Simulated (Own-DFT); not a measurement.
# Which arrangement is lower? As32Ga32, 64 atoms

All numbers below are calculated, not measured. They come from Own-DFT, an in-house plane-wave density functional program, since retired, whose code no person has reviewed. Each row is one single-point run on a periodic cell that was not relaxed, without spin or spin-orbit coupling.

Settings of every run: PBE; PseudoDojo norm-conserving scalar-relativistic files; cutoff 42 hartree; 3 x 3 x 3 k mesh centred on Gamma; Fermi-Dirac smearing of 0.1 eV.

Known limits, some of them of some rows only: not probed for a lower state with spin; forces on such cells failed a check on a denser k mesh; forces not confirmed at this smearing and k mesh; stress not checked against mesh or cutoff.

All cells hold the same atoms in the same cell, with vectors in Å (11.307, 0.000, 0.000); (0.000, 11.307, 0.000); (0.000, 0.000, 11.307). Every atom was moved at random from its ideal site; u is the rms move along one axis. The defect's site can differ from row to row. E is the free energy of the cell above the lowest run. The arrangements:

- A: zincblende GaAs
- B: zincblende GaAs, with one As on a Ga site and one Ga on an As site, 2.4 Å apart

| arrangement | u (Å) | E (eV) | P (GPa) |
|---|---|---|---|
| A | 0.0173 | 0.000 | 3.48 |
| A | 0.0203 | 0.183 | 3.53 |
| A | 0.0211 | 0.199 | 3.53 |
| A | 0.0481 | 2.072 | 3.94 |
| A | 0.0500 | 2.597 | 4.06 |
| A | 0.0519 | 2.578 | 4.00 |
| B | 0.0288 | 3.084 | 3.90 |
| B | 0.0295 | 3.189 | 3.93 |
| B | 0.0307 | 3.233 | 3.95 |
| B | 0.0474 | 4.611 | 4.24 |
| B | 0.0512 | 4.782 | 4.25 |
| B | 0.0523 | 4.803 | 4.23 |

Question: once the cost of the random moves is taken out, how do the arrangements rank?

## Worked answer

Fit E = a + b u², with one b for all and one a for each arrangement, and with residuals divided by u², since the noise grows with the moves. Then b = 1048 eV/Å², the scatter at u = 0.04 Å is 0.12 eV, and against A:

- B: 2.51 ± 0.05 eV (higher)

These are energies of unrelaxed cells. Relaxing the atoms lowers the strained arrangements most, so the gaps would shrink and small ones could change sign.
